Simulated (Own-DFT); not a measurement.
## Calculated data, Hf$_{36}$O$_{71}$ (tetragonal hafnia with one neutral oxygen vacancy, atoms displaced)

A calculation, not a measurement: plane-wave PBE and HSE06 DFT by an unreviewed code, no spin, of a simulated cell at Gamma alone, so results move with cell size and shape, stress positive in tension, energies less offsets, not probed for a lower state with spin; hafnium file: forces about 75 meV/angstrom off all-electron values; oxygen file: force components 24 meV/angstrom off all-electron in a glass; k mesh not checked against a denser one; forces and stress are PBE's, HSE06 gives the energy alone, and its difference from PBE has offsets of its own; offsets are fitted by least squares, one for each functional and potential file, so energies compare only between cells with the same atoms and settings and are not formation energies; the far tail of each file's local potential was reset to the Coulomb form; each entry is a single point on an unrelaxed cell, so the pressure reflects the starting lattice, taken from the Materials Project, from which strain is counted, and rises with the displacements; printed positions are rounded, which can move forces by about a meV/angstrom; the program is a retired in-house code; no spin-orbit coupling. Program: Own-DFT development build.

Settings shared by all entries: first functional PBE; second functional HSE06; exact exchange share 0.25; screening 0.11 1/bohr; exchange divergence Gygi-Baldereschi; potential files PseudoDojo norm-conserving, scalar-relativistic, made for PBE, standard set; wave cutoff 48 hartree; occupations fixed; k mesh 1 x 1 x 1 centred on Gamma.

(1) Hf$_{36}$O$_{71}$ (tetragonal hafnia with one neutral oxygen vacancy, atoms displaced)

```
cell vectors (Å)
  10.7800     0.0000     0.0000
   0.0000    10.7800     0.0000
   0.0000     0.0000    10.4493
atoms (fractions of the cell vectors)
Hf  0.99057  0.99416  0.99820
Hf  0.15801  0.16550  0.24836
O   0.99877  0.15667  0.14483
O   0.16256  0.00458  0.36026
O   0.99438  0.17436  0.40029
O   0.16131  0.99929  0.09699
Hf  0.00094  0.98926  0.50407
Hf  0.17788  0.18096  0.75941
O   0.00083  0.15610  0.66500
O   0.16467  0.00290  0.85966
O   0.99216  0.16317  0.90749
O   0.17525  0.01584  0.60133
Hf  0.98080  0.31612  0.00319
Hf  0.17075  0.50161  0.24637
O   0.00367  0.50546  0.16645
O   0.16578  0.33474  0.34782
O   0.99927  0.49791  0.41256
O   0.15797  0.32873  0.09788
Hf  0.00286  0.32640  0.50232
Hf  0.16135  0.50421  0.74210
O   0.99769  0.50835  0.66083
O   0.15801  0.33013  0.84720
O   0.99836  0.50160  0.90590
O   0.18427  0.34116  0.59770
Hf  0.01005  0.67201  0.00184
Hf  0.15708  0.82996  0.25084
O   0.99324  0.83525  0.15026
O   0.17011  0.65182  0.35407
O   0.99790  0.82294  0.39861
O   0.16891  0.67103  0.09749
Hf  0.99592  0.66295  0.50720
Hf  0.17427  0.81996  0.75064
O   0.99109  0.84622  0.64594
O   0.15884  0.67136  0.85496
O   0.99956  0.82369  0.90008
O   0.17024  0.67139  0.60736
Hf  0.33304  0.99465  0.01563
Hf  0.50294  0.17144  0.25388
O   0.33522  0.16312  0.15379
O   0.50003  0.00294  0.33132
O   0.33307  0.15717  0.41111
O   0.49712  0.99868  0.10707
Hf  0.32550  0.00404  0.50724
Hf  0.50534  0.17001  0.74868
O   0.33776  0.16942  0.64859
O   0.49058  0.00708  0.85807
O   0.32743  0.16237  0.88796
O   0.50868  0.01286  0.59883
Hf  0.33961  0.32527  0.00481
Hf  0.49788  0.49521  0.24994
O   0.33635  0.49532  0.16488
O   0.48519  0.32898  0.34007
O   0.33781  0.49730  0.39057
O   0.51000  0.33058  0.09851
Hf  0.33050  0.33542  0.50711
Hf  0.50101  0.49153  0.74752
O   0.33782  0.49578  0.63720
O   0.50804  0.33526  0.85007
O   0.32390  0.50826  0.90698
O   0.49872  0.33528  0.59931
Hf  0.34059  0.67160  0.00901
Hf  0.50096  0.82869  0.25972
O   0.33633  0.83600  0.14715
O   0.49491  0.66964  0.34864
O   0.33337  0.84118  0.39571
O   0.50827  0.66218  0.09786
Hf  0.32642  0.66543  0.50118
Hf  0.49885  0.83307  0.73696
O   0.33811  0.82798  0.65670
O   0.50841  0.66910  0.83501
O   0.34010  0.84210  0.89956
O   0.50441  0.66355  0.58059
Hf  0.66205  0.01275  0.01475
Hf  0.82723  0.17186  0.25340
O   0.66589  0.16710  0.16606
O   0.82848  0.99094  0.34415
O   0.67440  0.16306  0.41006
O   0.82228  0.99981  0.10132
Hf  0.66476  0.99990  0.49051
Hf  0.83259  0.16698  0.75453
O   0.66134  0.15841  0.64267
O   0.83058  0.01969  0.84011
O   0.66905  0.16238  0.90082
O   0.83052  0.00337  0.61034
Hf  0.66647  0.34252  0.00602
Hf  0.81956  0.50058  0.24095
O   0.65768  0.51416  0.16472
O   0.83672  0.33728  0.34721
O   0.66778  0.50238  0.39440
O   0.83587  0.32702  0.08846
Hf  0.65245  0.34181  0.48986
Hf  0.83611  0.51573  0.74180
O   0.66115  0.50481  0.65207
O   0.82426  0.33567  0.85081
O   0.65664  0.49704  0.91012
O   0.82483  0.32510  0.59126
Hf  0.66626  0.66747  0.00026
Hf  0.83790  0.84052  0.24175
O   0.66792  0.83142  0.15206
O   0.82671  0.67588  0.35589
O   0.64942  0.83651  0.40992
O   0.83614  0.66558  0.10510
Hf  0.66836  0.67477  0.50550
Hf  0.83345  0.83559  0.74257
O   0.84730  0.65793  0.84446
O   0.66146  0.82626  0.90170
O   0.82535  0.68270  0.58903
```

- PBE energy of cell above offsets: -88.673 eV
- HSE06 less PBE above offsets: 0.526 eV
- PBE pressure: 4.85 GPa
- PBE stress xx: -7.77 GPa
- PBE stress yy: -2.17 GPa
- PBE stress zz: -4.62 GPa
- PBE stress yz: -0.15 GPa
- PBE stress xz: 1.58 GPa
- PBE stress xy: 0.12 GPa

Force:
```
element  x (eV/Å)  y (eV/Å)  z (eV/Å)
     Hf     1.664     0.978    -1.249
     Hf     0.902     0.796     0.285
      O    -1.368     0.259     1.133
      O    -1.073    -1.293    -1.367
      O     0.022    -1.908    -0.142
      O     -0.41    -0.599     1.596
     Hf     0.158     1.857     0.895
     Hf    -0.485    -4.847    -1.411
      O     0.895     1.349    -1.197
      O    -0.717    -0.988    -1.203
      O    -0.099    -0.473    -0.264
      O    -2.531    -1.568     0.467
     Hf     6.516     2.525    -3.288
     Hf    -1.191    -2.211     0.846
      O    -1.426    -0.007    -0.611
      O     0.019    -0.725     0.141
      O    -0.123     0.443     1.255
      O     1.399    -0.275    -0.367
     Hf    -1.303     0.533    -0.066
     Hf     1.715    -1.122     3.198
      O     0.589     0.251    -1.891
      O     0.224     3.394     0.352
      O     0.482    -0.611      0.31
      O    -5.676     0.011     2.102
     Hf    -2.167    -3.264     -0.14
     Hf     1.872     0.616     0.793
      O     2.097     0.239    -0.921
      O    -0.134     3.094     0.362
      O     1.243     0.848     0.012
      O     1.028     0.344     1.344
     Hf      -0.2    -0.649    -2.604
     Hf    -0.693     3.904     1.672
      O     2.648    -1.086     0.069
      O     0.735    -1.162    -0.801
      O    -0.833     2.479    -0.431
      O    -1.403     -0.23     0.251
     Hf     0.048     0.622    -2.526
     Hf     -2.05    -2.846    -0.226
      O    -0.443     0.959    -0.363
      O     0.763     0.103     2.125
      O     0.051     1.999    -1.139
      O     1.074     0.537     -0.86
     Hf     2.248    -0.037     -0.89
     Hf     0.239    -2.279    -0.106
      O       0.2     0.658     0.549
      O     0.985     -0.57    -1.227
      O     0.584     2.058     2.662
      O    -1.834    -2.262    -0.294
     Hf    -2.175     0.013    -0.732
     Hf    -1.266      1.93       2.2
      O    -0.048     0.042    -3.224
      O     1.415     0.985     1.827
      O    -0.067     0.489     2.161
      O    -1.944     0.117     0.559
     Hf     2.618    -0.871     -3.45
     Hf    -0.225     1.818     0.236
      O    -0.634      1.36     1.593
      O    -0.991    -0.373     0.584
      O     0.573     -1.23     0.026
      O     0.425     0.363     0.005
     Hf     0.302     0.656    -1.528
     Hf     0.234     1.164    -1.076
      O    -1.021    -0.774     0.646
      O    -0.248    -1.628     -0.59
      O    -0.786    -1.174     0.939
      O    -1.997     0.268    -0.102
     Hf     2.593     -0.47    -2.389
     Hf     2.691     1.128     2.731
      O    -1.528    -0.173    -1.584
      O    -0.875    -0.934     0.046
      O    -0.779    -2.551     0.226
      O    -2.327     0.794     1.722
     Hf    -2.179    -2.024    -2.387
     Hf      1.84    -0.773     1.567
      O     0.358     0.143    -1.711
      O     0.613         2     1.147
      O    -0.263     2.498    -2.158
      O      1.86     0.068    -0.071
     Hf     0.271     0.692     2.762
     Hf    -0.926     3.431    -3.179
      O     0.666     1.256     1.676
      O     0.477    -6.798     3.106
      O    -0.676     1.802     1.395
      O    -0.267    -1.293    -2.404
     Hf     0.639    -1.671    -3.296
     Hf     3.487      2.25     2.878
      O     1.405    -1.457    -2.886
      O    -0.678    -0.152    -1.408
      O    -0.481    -0.455     0.646
      O    -4.911     0.713     4.528
     Hf     2.686    -1.383     1.843
     Hf    -2.006    -4.047     1.719
      O     1.266    -0.095    -0.279
      O     0.474     1.094    -0.388
      O     0.394      1.35    -0.147
      O     0.886     0.967    -0.504
     Hf     0.815     1.201    -0.255
     Hf    -2.756    -2.814     0.924
      O    -0.284    -0.113     0.485
      O     0.108    -0.949    -1.076
      O      0.06    -0.767    -0.356
      O    -0.304    -0.395    -1.251
     Hf    -1.532    -0.428     -2.88
     Hf    -2.009     1.369     1.315
      O    -1.229     2.768     0.235
      O     1.199     1.661    -0.331
      O     2.814    -0.436      3.08
```

(2) Hf$_{36}$O$_{71}$ (tetragonal hafnia with one neutral oxygen vacancy, atoms displaced)

```
cell vectors (Å)
  10.7800     0.0000     0.0000
   0.0000    10.7800     0.0000
   0.0000     0.0000    10.4493
atoms (fractions of the cell vectors)
Hf  0.00062  0.99449  0.99934
Hf  0.16559  0.16469  0.24872
O   0.00571  0.17167  0.15152
O   0.16551  0.99992  0.34417
O   0.00685  0.16897  0.39700
O   0.17103  0.00428  0.10011
Hf  0.99518  0.99844  0.50093
Hf  0.16588  0.16587  0.74645
O   0.00130  0.16550  0.65809
O   0.16772  0.99965  0.84877
O   0.00105  0.16598  0.90448
O   0.16700  0.98870  0.59819
Hf  0.99981  0.32928  0.99487
Hf  0.16921  0.49637  0.25083
O   0.00064  0.50647  0.15053
O   0.16545  0.32254  0.34738
O   0.99644  0.50312  0.40045
O   0.16551  0.33275  0.09864
Hf  0.00537  0.33355  0.49900
Hf  0.17032  0.49519  0.74472
O   0.00037  0.50136  0.65658
O   0.17199  0.33689  0.85720
O   0.99878  0.50504  0.90196
O   0.16273  0.32708  0.60773
Hf  0.00205  0.67501  0.00023
Hf  0.17436  0.83518  0.24379
O   0.00680  0.83724  0.15697
O   0.16050  0.65834  0.33588
O   0.00356  0.82946  0.39623
O   0.16898  0.65914  0.09844
Hf  0.00158  0.66035  0.50445
Hf  0.17117  0.83903  0.74602
O   0.00437  0.83042  0.66053
O   0.17343  0.66735  0.85152
O   0.00641  0.83602  0.90843
O   0.16441  0.66778  0.59189
Hf  0.33250  0.00381  0.00346
Hf  0.50124  0.16146  0.25438
O   0.34329  0.16558  0.15585
O   0.50006  0.99407  0.35701
O   0.33290  0.16416  0.40224
O   0.49408  0.00326  0.09883
Hf  0.33193  0.00129  0.50016
Hf  0.49432  0.17564  0.75027
O   0.33246  0.16582  0.65149
O   0.50119  0.00532  0.85218
O   0.33441  0.16764  0.90345
O   0.50554  0.99595  0.59578
Hf  0.33833  0.34346  0.00476
Hf  0.50318  0.50639  0.24010
O   0.32826  0.49178  0.15369
O   0.49845  0.33621  0.34622
O   0.34004  0.49769  0.40101
O   0.49868  0.33492  0.09505
Hf  0.33953  0.32857  0.49878
Hf  0.49635  0.50093  0.74551
O   0.32172  0.50090  0.65026
O   0.50806  0.33675  0.84863
O   0.33164  0.49638  0.89943
O   0.50028  0.33401  0.59608
Hf  0.33224  0.66644  0.99363
Hf  0.49649  0.83391  0.25226
O   0.33081  0.84413  0.15494
O   0.50273  0.66727  0.35062
O   0.32980  0.83437  0.40169
O   0.49876  0.66132  0.09768
Hf  0.33481  0.65695  0.49822
Hf  0.49872  0.83713  0.74244
O   0.34254  0.83581  0.64511
O   0.50421  0.65983  0.84520
O   0.33276  0.82906  0.89603
O   0.50700  0.67147  0.60817
Hf  0.66387  0.00424  0.99677
Hf  0.83996  0.16875  0.25543
O   0.66564  0.17517  0.15612
O   0.83198  0.00200  0.34206
O   0.66371  0.16520  0.39924
O   0.83270  0.99390  0.09601
Hf  0.67814  0.00299  0.49481
Hf  0.83617  0.16609  0.74705
O   0.67390  0.16063  0.65552
O   0.82721  0.00409  0.84674
O   0.66978  0.16924  0.90712
O   0.83562  0.99994  0.59958
Hf  0.66457  0.33781  0.99479
Hf  0.83150  0.49982  0.24915
O   0.67146  0.50263  0.15154
O   0.83288  0.33984  0.34509
O   0.66718  0.50255  0.40341
O   0.83380  0.33385  0.09747
Hf  0.66257  0.33979  0.49444
Hf  0.83962  0.49599  0.74791
O   0.67018  0.49838  0.64881
O   0.82647  0.33627  0.84657
O   0.66791  0.49246  0.91194
O   0.82927  0.33141  0.60408
Hf  0.66201  0.66182  0.00449
Hf  0.83246  0.83734  0.25700
O   0.66607  0.84199  0.15131
O   0.83568  0.66612  0.34714
O   0.67034  0.83676  0.40244
O   0.83710  0.66242  0.09649
Hf  0.66140  0.66737  0.49503
Hf  0.83297  0.82779  0.75494
O   0.83460  0.66618  0.85060
O   0.67018  0.82759  0.90134
O   0.83285  0.66666  0.59961
```

- PBE energy of cell above offsets: -97.594 eV
- HSE06 less PBE above offsets: 0.057 eV
- PBE pressure: 1.85 GPa
- PBE stress xx: -1.73 GPa
- PBE stress yy: -1.65 GPa
- PBE stress zz: -2.18 GPa
- PBE stress yz: 0.34 GPa
- PBE stress xz: 0.03 GPa
- PBE stress xy: -0.11 GPa

Force:
```
element  x (eV/Å)  y (eV/Å)  z (eV/Å)
     Hf    -0.277     1.356     1.075
     Hf     0.963    -0.362     -1.04
      O     -1.41    -0.476      0.15
      O     0.157     0.019     0.626
      O    -1.234    -0.727     1.188
      O    -0.859    -0.042    -0.407
     Hf     1.687    -1.144    -0.752
     Hf     0.279     0.622     2.221
      O      0.25     -0.34    -1.447
      O     0.061     0.316    -0.399
      O     0.041     -0.48    -0.636
      O    -0.449     0.927    -0.166
     Hf     0.137     1.719     1.164
     Hf    -2.215    -0.569    -1.248
      O     0.155     -0.65     0.908
      O     0.255     2.275     1.329
      O     0.527    -1.705     0.983
      O     0.487    -0.139    -0.067
     Hf    -1.186     0.417    -0.165
     Hf    -2.523     0.563     3.333
      O     0.841    -0.251    -1.389
      O    -0.531    -0.786    -1.614
      O    -0.032     -0.74    -0.136
      O     0.797     0.416    -1.054
     Hf    -0.195    -2.645     0.794
     Hf    -2.152    -0.633      1.95
      O    -0.876     0.028    -0.831
      O      1.05     1.315     1.364
      O    -0.673     0.874     1.794
      O     1.018     0.834     -0.61
     Hf    -1.268     1.393    -1.283
     Hf     0.561    -0.985     0.655
      O    -0.911     0.239     -0.43
      O    -0.109    -0.199    -1.264
      O    -0.228     0.022     -1.11
      O      1.56    -0.128     0.235
     Hf     0.476     0.227    -0.955
     Hf     0.759     0.086    -0.519
      O    -1.656     0.157    -0.094
      O    -0.147     0.388    -1.085
      O     0.423      0.53     0.512
      O     1.339    -0.358     0.459
     Hf     1.052     -1.27    -0.168
     Hf     1.807    -2.035     0.878
      O     0.037     0.101    -0.503
      O     0.011    -0.377    -0.896
      O     0.216     0.651    -0.236
      O    -0.105     0.036     0.192
     Hf    -2.048    -2.044     0.081
     Hf    -0.467    -1.474     0.658
      O     1.867     0.424    -0.388
      O     0.103    -0.095     0.214
      O    -0.376    -0.273     0.331
      O     0.863     0.865     0.545
     Hf    -1.068    -0.248    -1.011
     Hf     1.355     0.465     0.554
      O     3.292     0.072    -1.405
      O    -0.773      0.11    -0.771
      O      0.76      1.21    -0.423
      O    -0.408    -0.082       0.5
     Hf    -1.359    -0.042    -0.584
     Hf     0.708     1.228    -0.179
      O     2.021    -0.914    -1.292
      O     -0.21     0.064    -0.068
      O     0.021    -1.252    -0.019
      O     -0.86     0.122     0.715
     Hf    -0.447     2.073     0.104
     Hf     1.806     0.519     1.095
      O    -1.719    -0.252     0.178
      O    -0.303     0.431       0.4
      O     0.512     0.835     0.664
      O    -1.293    -0.576    -1.335
     Hf     0.208    -0.683     0.123
     Hf    -0.836     1.449    -2.375
      O     0.425    -0.861      0.38
      O     0.434     0.475     1.719
      O     0.385     0.952     0.545
      O     0.497     0.514     0.018
     Hf    -2.179    -0.087     1.519
     Hf    -1.287     0.633     1.352
      O    -1.789     0.309    -0.383
      O     0.573    -1.156    -0.008
      O    -0.312     0.048    -0.448
      O     0.559    -0.394    -0.494
     Hf     1.166    -2.829      1.96
     Hf     2.229     1.111    -1.095
      O    -1.466     0.148     0.186
      O     -0.06     -1.63     1.087
      O    -0.392    -0.278    -0.815
      O     0.211    -0.081    -0.156
     Hf     1.441    -0.773     0.641
     Hf    -1.028     0.816     1.003
      O    -1.216    -0.166     0.421
      O     0.856    -0.841     0.016
      O    -0.229     3.355    -1.734
      O     1.219     0.089    -1.604
     Hf     2.248     0.728    -1.182
     Hf     0.641    -1.767    -1.827
      O    -0.808    -0.875     0.752
      O    -0.667     0.325     0.087
      O     0.206    -0.638     0.187
      O    -1.065     0.833     0.002
     Hf     1.853     0.656     1.255
     Hf    -1.152     0.033    -0.251
      O     0.046    -0.156    -0.441
      O    -0.334     0.599    -0.007
      O    -0.262       0.5    -0.302
```
